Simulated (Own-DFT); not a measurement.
GaP (zincblende, atoms displaced) (calculated)

All values are calculated (Own-DFT development build). A calculation, not a measurement: plane-wave PBE density functional theory by an unreviewed code, no spin, of a simulated periodic cell, stress positive in tension, free energy of the whole cell less one offset for each atom, forces on such cells passed a denser k mesh, this cell's mesh not checked; offsets are fitted by least squares, one for each functional and potential file, so energies compare only between cells with the same atoms and settings and are not formation energies; the far tail of each file's local potential was reset to the Coulomb form; each entry is a single point on an unrelaxed cell, so the pressure reflects the starting lattice, mostly measured values (interpolated for alloys), from which strain is counted, and rises with the displacements; printed positions are rounded, which can move forces by about a meV/angstrom; the program, named Own-DFT, is a retired in-house code; no spin-orbit coupling.

```xyz
64
Lattice="10.9010 0.0000 0.0000 0.0000 10.9010 0.0000 0.0000 0.0000 10.9010" Properties=species:S:1:pos:R:3:force_x:R:1:force_y:R:1:force_z:R:1 formula=GaP functional=PBE potential_files=PseudoDojo_norm-conserving,scalar-relativistic,standard_set wave_cutoff=42 occupations=Fermi-Dirac smearing_width=0.1 hardware=one_NVIDIA_H100 k_mesh=3_x_3_x_3_centred_on_Gamma free_energy_of_cell_above_offsets=-35.799 pressure=2.7 stress_xx=-2.67 stress_yy=-2.7 stress_zz=-2.71 stress_yz=0.07 stress_xz=-0.1 stress_xy=-0.13 wall_time=498.7
Ga    10.8827     0.0094    10.8809       0.34     -0.116      0.216
Ga     0.0236     2.7313     2.7341     -0.317     -0.428      -0.41
Ga     2.7103     0.0206     2.7174      0.476     -0.229     -0.004
Ga     2.7234     2.7514     0.0323      0.212     -0.063     -0.533
P      1.4225     1.3563     1.3385     -0.851      0.085       0.16
P      1.3438     4.0730     4.0656      0.509      0.274      0.177
P      4.1246     1.3481     4.0646     -0.483      0.175      0.112
P      4.1020     4.0870     1.3593      0.106      0.151       0.17
Ga    10.8655     0.0081     5.4528      0.318     -0.256      0.025
Ga     0.0240     2.7541     8.1707     -0.183     -0.119     -0.185
Ga     2.7216    10.8776     8.1952      0.083      0.312     -0.331
Ga     2.7357     2.7203     5.4341     -0.026     -0.138      0.026
P      1.3442     1.3521     6.8045      0.294      0.072      0.083
P      1.3404     4.1039     9.5470      0.483     -0.145      -0.12
P      4.0789     1.3544     9.5391      0.043      0.217      0.154
P      4.1102     4.0782     6.7900     -0.271      0.226      0.032
Ga     0.0067     5.4309    10.8945     -0.302      0.137      0.212
Ga    10.8487     8.1732     2.6978        0.5      0.335      0.012
Ga     2.7343     5.4650     2.7201     -0.231     -0.074     -0.176
Ga     2.7100     8.1751    10.8972      0.475      0.229      0.111
P      1.3491     6.8342     1.3252     -0.036     -0.244      0.415
P      1.3830     9.5660     4.0748      -0.55     -0.292      0.017
P      4.0713     6.8155     4.0851      0.081      0.033      0.049
P      4.1369     9.5522     1.3866     -0.748     -0.068     -0.321
Ga     0.0310     5.4564     5.4326     -0.169      0.184     -0.028
Ga     0.0340     8.1632     8.1945     -0.353      0.013     -0.073
Ga     2.7237     5.4530     8.1741      0.119     -0.198     -0.113
Ga     2.7076     8.1826     5.4522      0.236      0.191     -0.061
P      1.3841     6.8265     6.8112     -0.219     -0.228     -0.059
P      1.3827     9.5380     9.5330     -0.343      0.006      0.248
P      4.0726     6.8245     9.5121      0.192     -0.143      0.313
P      4.0945     9.5358     6.8213     -0.204      0.197     -0.371
Ga     5.4683    10.8765    10.8941     -0.162      0.478      0.165
Ga     5.4635     2.7033     2.7293     -0.029      0.185     -0.239
Ga     8.1641     0.0096     2.7433     -0.127     -0.186      0.111
Ga     8.1619     2.6991     0.0073      0.128      0.216     -0.265
P      6.8356     1.3643     1.3758      -0.31     -0.224     -0.189
P      6.8300     4.0605     4.0680     -0.127      0.147      0.213
P      9.5356     1.3395     4.0965      0.065      0.368     -0.222
P      9.5266     4.0678     1.3487      0.038      0.231      0.315
Ga     5.4489     0.0040     5.4152      0.109     -0.488      0.163
Ga     5.4437     2.7309     8.1624      0.032     -0.265       0.09
Ga     8.1761     0.0006     8.1714     -0.014     -0.096      0.194
Ga     8.2031     2.7329     5.4490     -0.321     -0.346      0.189
P      6.7867     1.3106     6.8165      0.352      0.669     -0.183
P      6.8056     4.0930     9.5243      0.295     -0.207      -0.06
P      9.5697     1.3724     9.5324     -0.407      0.093     -0.201
P      9.5457     4.1103     6.7830      0.095     -0.026      0.268
Ga     5.4715     5.4415    10.8855     -0.188        0.3      0.036
Ga     5.4263     8.1741     2.7161      0.255     -0.208      0.117
Ga     8.1421     5.4689     2.7478      0.316      -0.16     -0.418
Ga     8.1574     8.2003    10.8934      0.073      0.003      -0.19
P      6.8255     6.8395     1.3528     -0.274     -0.259      0.057
P      6.8197     9.4841     4.0847     -0.002      0.364      0.072
P      9.5323     6.8327     4.0672      0.172     -0.391       0.23
P      9.5039     9.5728     1.3624        0.2      -0.08      -0.19
Ga     5.4658     5.4497     5.4116      0.034       0.01      0.185
Ga     5.4315     8.1881     8.1586      0.003     -0.222     -0.008
Ga     8.1983     5.4691     8.1736     -0.315     -0.142      -0.17
Ga     8.2155     8.1633     5.4574     -0.323      0.066      0.053
P      6.8068     6.8332     6.8113      0.112     -0.235     -0.083
P      6.7552     9.5373     9.5218      0.722     -0.053     -0.052
P      9.5310     6.7902     9.5472      0.177      0.431      0.069
P      9.5339     9.5297     6.8188       0.24     -0.068      0.191
```

Units: wave_cutoff in hartree; smearing_width, free_energy_of_cell_above_offsets in eV; pressure, stress_xx, stress_yy, stress_zz, stress_yz, stress_xz, stress_xy in GPa; wall_time in s; force_x, force_y, force_z in eV/Å.
